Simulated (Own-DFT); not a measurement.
# Shaking the atoms of beta-Si3N4, 112 atoms (N64Si48)

Calculated results; nothing here was measured. The program, named Own-DFT, is a retired in-house plane-wave density functional code that no person has reviewed. Each row is one single-point run on a periodic cell that was not relaxed, without spin or spin-orbit coupling.

Settings of every run: PBE; PseudoDojo norm-conserving scalar-relativistic files; cutoff 42 hartree; 2 x 2 x 4 k mesh centred on Gamma; Fermi-Dirac smearing of 0.1 eV.

Known limits, some of them of some rows only: some atoms lie very close together; forces on such cells moved up to 12 meV/angstrom on a denser k mesh; stress not checked against mesh or cutoff.

Cell vectors in Å: (15.212, 0.000, 0.000); (-7.606, 13.174, 0.000); (0.000, 0.000, 5.818). In each run every atom was moved at random and independently from its ideal site; u is the rms move along one axis. E is the free energy for each atom above the fitted value at u = 0, and F the rms of the force components.

```
run   u (Å)  E (meV/atom)  F (eV/Å)  largest force (eV/Å)  P (GPa)
  1  0.0198          18.1     0.860                  3.51     5.52
  2  0.0201          17.4     0.816                  2.73     5.42
  3  0.0467          94.2     1.776                  6.93     7.40
  4  0.0480             ?         ?                     ?        ?
  5  0.0513         117.8     2.026                  9.73     8.00
  6  0.0974         450.8     4.644                 30.28    17.12
  7  0.1000         414.7     4.312                 23.21    16.03
  8  0.1643        1265.7     8.547                 40.39    37.18
```

## Worked fit

For small independent moves the energy grows as E = (3/2) K u², with K the mean stiffness felt by one atom. The runs with u up to 0.11 Å give K = 29.5 ± 0.9 eV/Å², with residuals divided by u² + 0.0006 Å², since the noise grows with the moves. The scatter is 6.5 meV/atom at u = 0.05 Å. The forces follow F = G u with G = 42.1 eV/Å²; no force at u = 0 is resolved. G exceeds K because the moves of its neighbours add to the force on an atom, and stiffness differs between atoms. At u = 0.164 Å the parabola gives 1196 meV/atom and the run 1266. The pressure follows P = 4.94 + 1190 u² GPa: at fixed volume, shortened bonds push harder than stretched ones pull.

## Withheld run

Question: what energy and rms force should run 4 give?

The fit gives 102 ± 7 meV/atom and about 2.02 eV/Å. The calculation gave 104.6 meV/atom and 1.969 eV/Å.
